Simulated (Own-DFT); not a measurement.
Hf$_{16}$O$_{31}$ (monoclinic hafnia with two neutral oxygen vacancies, atoms displaced) (calculated)

A calculation, not a measurement: plane-wave PBE and HSE06 DFT by an unreviewed code, no spin, of a simulated cell at Gamma alone, so results move with cell size and shape, stress positive in tension, energies less offsets, not probed for a lower state with spin; hafnium file: forces about 75 meV/angstrom off all-electron values; oxygen file: force components 24 meV/angstrom off all-electron in a glass; k mesh not checked against a denser one; forces and stress are PBE's, HSE06 gives the energy alone, and its difference from PBE has offsets of its own; offsets are fitted by least squares, one for each functional and potential file, so energies compare only between cells with the same atoms and settings and are not formation energies; the far tail of each file's local potential was reset to the Coulomb form; each entry is a single point on an unrelaxed cell, so the pressure reflects the starting lattice, mostly measured values, from which strain is counted, and rises with the displacements; printed positions are rounded, which can move forces by about a meV/angstrom; the program is a retired in-house code; no spin-orbit coupling. Program: Own-DFT development build.

```xyz
94
Lattice="10.2340 0.0000 0.0000 0.0000 10.3500 0.0000 -1.6955 0.0000 10.4453" Properties=species:S:1:pos:R:3:force_x:R:1:force_y:R:1:force_z:R:1 formula=Hf16O31 first_functional=PBE second_functional=HSE06 exact_exchange_share=0.25 screening=0.11 exchange_divergence=Gygi-Baldereschi potential_files=PseudoDojo_norm-conserving,scalar-relativistic,made_for_PBE,standard_set wave_cutoff=48 occupations=fixed k_mesh=1_x_1_x_1_centred_on_Gamma PBE_energy_of_cell_above_offsets=-88.382 HSE06_less_PBE_above_offsets=0.504 PBE_pressure=5.48 PBE_stress_xx=-6.25 PBE_stress_yy=-4.54 PBE_stress_zz=-5.66 PBE_stress_yz=-0.28 PBE_stress_xz=-0.61 PBE_stress_xy=0.93
Hf     1.2475     0.2361     1.0624      0.208      -1.17       0.92
Hf     3.4275     2.8501     1.5658      1.141     -1.013     -1.684
Hf     3.0516     4.9198     4.1190     -0.098       0.93      -0.07
Hf     0.8382     2.4791     3.5963     -0.757     -1.317      1.425
O      0.1145     1.6564     1.8102     -1.015      1.156      0.242
O      4.7025     4.3002     0.8251      -0.39      0.185      0.396
O      4.3078     3.4550     3.4186     -1.989       1.03     -0.332
O      1.8705     3.9305     2.4563      0.562     -0.298      0.438
O      2.7303     1.3655     0.1123      0.938      0.174       0.49
O      2.4049     1.2380     2.7726      0.247      1.241     -0.393
O      1.5617     3.8142     5.1291     -0.797     -0.478     -1.157
Hf     0.3715     0.2101     6.2660      1.353      0.206      0.238
Hf     2.6772     2.7424     6.7164     -2.334      0.191      1.062
Hf     2.1863     5.0109     9.3474      0.659     -1.285      0.246
Hf    -0.1705     2.2797     8.8381       2.38      1.633      1.624
O     -0.6950     1.6531     7.0306     -2.321      1.413     -0.513
O      3.7155     4.2570     5.9751      2.001      0.919      0.806
O      3.4882     3.5105     8.6444     -2.162      0.981     -0.688
O     -1.1995     0.8403     9.6969     -0.348      0.307     -1.102
O      0.9912     3.9376     7.6261      0.768     -0.049      0.994
O      1.5342     1.1943     8.0005      0.305      0.566     -0.638
O      0.6667     3.8760    10.3827     -0.094     -0.041     -0.695
Hf     1.2612     5.4201     1.0272      -0.11      0.025      0.865
Hf     3.5874     7.9673     1.5790     -3.199      0.521     -0.476
Hf     2.9185    10.1427     4.1426      0.893      1.226      0.485
Hf     0.8329     7.6133     3.7062      0.025     -1.085     -0.959
O      0.0764     6.9284     1.8050      0.333     -0.405     -0.312
O      4.6459     9.4824     0.8526      0.442      0.531     -0.242
O      4.1758     8.7220     3.4716      1.155     -1.421      -0.51
O     -0.2874     6.0812     4.4004     -1.229     -0.789     -0.327
O      1.9312     9.0994     2.5471     -0.432      -0.19     -0.774
O      2.8668     6.5196     0.0849      -0.02      0.012      0.398
O      2.3189     6.3761     2.7050      0.941      0.366     -0.046
O      1.4365     9.0708     5.1143      0.054      -0.81      0.495
Hf     0.4294     5.4678     6.2727     -1.007     -1.654      0.299
Hf     2.5445     7.9768     6.7047      1.676      0.981      0.674
Hf     2.1716    10.0541     9.3863      0.502      1.734     -0.737
Hf    -0.0719     7.6236     8.8573      0.105       0.04      0.801
O     -0.7293     6.9678     7.0132      -0.21     -0.404     -0.113
O      3.7776     9.5849     6.0173     -1.494     -1.805      0.787
O      3.3542     8.5876     8.6815      -0.61      0.197     -0.275
O     -1.1861     6.0444     9.6881      0.148      0.926     -1.073
O      1.0443     9.1319     7.7424      0.144     -1.079     -0.217
O      1.8852     6.5204     5.2792      1.584      0.769      0.779
O      1.5987     6.4699     7.9851     -0.389      0.238     -0.831
O      0.6824     9.0005    10.3474     -0.703     -0.228      0.012
Hf     6.3740     0.1703     1.0789      0.873      1.104     -0.444
Hf     8.5533     2.7904     1.5263       0.03     -0.958     -1.079
Hf     8.1152     4.9531     4.1218       1.33      0.879      0.487
Hf     5.8895     2.3819     3.7049      1.646      -1.79      0.326
O      5.2996     1.7271     1.8617     -1.303      0.143     -1.053
O      9.6639     4.2856     0.7508      1.345      0.609      0.614
O      9.3161     3.4210     3.2985      1.211      0.228      1.553
O      4.7178     0.8335     4.4580      0.302      1.502     -1.056
O      7.1526     3.9294     2.6039     -1.963      0.158     -1.488
O      7.9957     1.3014     0.0595     -0.789       0.64      1.013
O      7.5134     1.2283     2.7243      0.497     -0.074      0.159
O      6.6093     3.8518     5.1071     -0.672     -0.563      0.503
Hf     5.5063     0.2794     6.2519       0.05     -1.706       1.58
Hf     7.7694     2.7756     6.7069     -0.358      0.472      0.004
Hf     7.3184     5.0637     9.3963     -0.843       -1.6     -0.438
Hf     5.0384     2.3478     8.9179      1.786      0.061      0.516
O      4.3095     1.6899     7.0598     -0.063      0.365     -0.566
O      8.8933     4.3465     5.9322      0.492     -0.673      0.948
O      8.4192     3.4952     8.6247      1.051     -0.791     -0.419
O      3.9513     0.8654     9.5775     -1.066     -1.334      1.299
O      6.2385     3.8871     7.7108     -0.717      0.617     -0.411
O      7.1079     1.2183     5.3022      0.378      1.554      0.294
O      6.5736     1.2489     7.9383      1.228      0.363     -0.685
O      5.6580     3.8705    10.3147      0.555     -0.037      0.749
Hf     6.4281     5.3741     1.0908     -0.158     -0.418     -0.274
Hf     8.5909     7.9226     1.5876      0.581      0.954     -1.822
Hf     8.1902    10.1176     4.1269     -0.221      0.419      0.281
Hf     5.9093     7.5926     3.6445      0.272      -0.23      2.677
O      5.2649     7.0492     1.8265      0.653     -1.675     -0.865
O      9.7012     9.5608     0.7624      0.656     -1.213      1.406
O      9.3316     8.5894     3.4084      0.037       0.73      0.869
O      4.7017     6.0342     4.4508      0.773      0.627     -0.239
O      7.1225     9.1041     2.4558     -1.393      0.023      0.632
O      7.9464     6.5650     0.1110      0.359     -0.822      0.329
O      7.5064     6.4741     2.7327     -0.063     -0.508     -0.391
O      6.5449     9.0226     5.1677      0.694     -0.454     -1.021
Hf     5.4688     5.3235     6.4386     -0.015      0.704     -1.896
Hf     7.6791     7.9652     6.6915      -0.18      1.012       0.33
Hf     7.3047    10.1152     9.3950     -1.228      0.569     -1.265
Hf     5.0580     7.5717     8.9080      0.828      0.521      0.166
O      4.3060     6.9028     7.0568     -0.113     -0.558     -0.636
O      8.9677     9.4823     6.0810     -1.098     -0.276      -1.38
O      8.4527     8.7316     8.5406      1.582     -1.479      0.364
O      4.0689     5.9886     9.6913     -1.693      0.015     -0.551
O      6.1562     9.1092     7.7448     -0.228     -0.335     -0.795
O      7.1180     6.4997     5.2399     -0.723      0.079      1.003
O      6.6669     6.4635     7.9599     -0.009     -0.206     -0.633
O      5.8148     8.9654    10.2768      -1.17      0.373       0.99
```

Units: screening in 1/bohr; wave_cutoff in hartree; PBE_energy_of_cell_above_offsets, HSE06_less_PBE_above_offsets in eV; PBE_pressure, PBE_stress_xx, PBE_stress_yy, PBE_stress_zz, PBE_stress_yz, PBE_stress_xz, PBE_stress_xy in GPa; force_x, force_y, force_z in eV/Å.
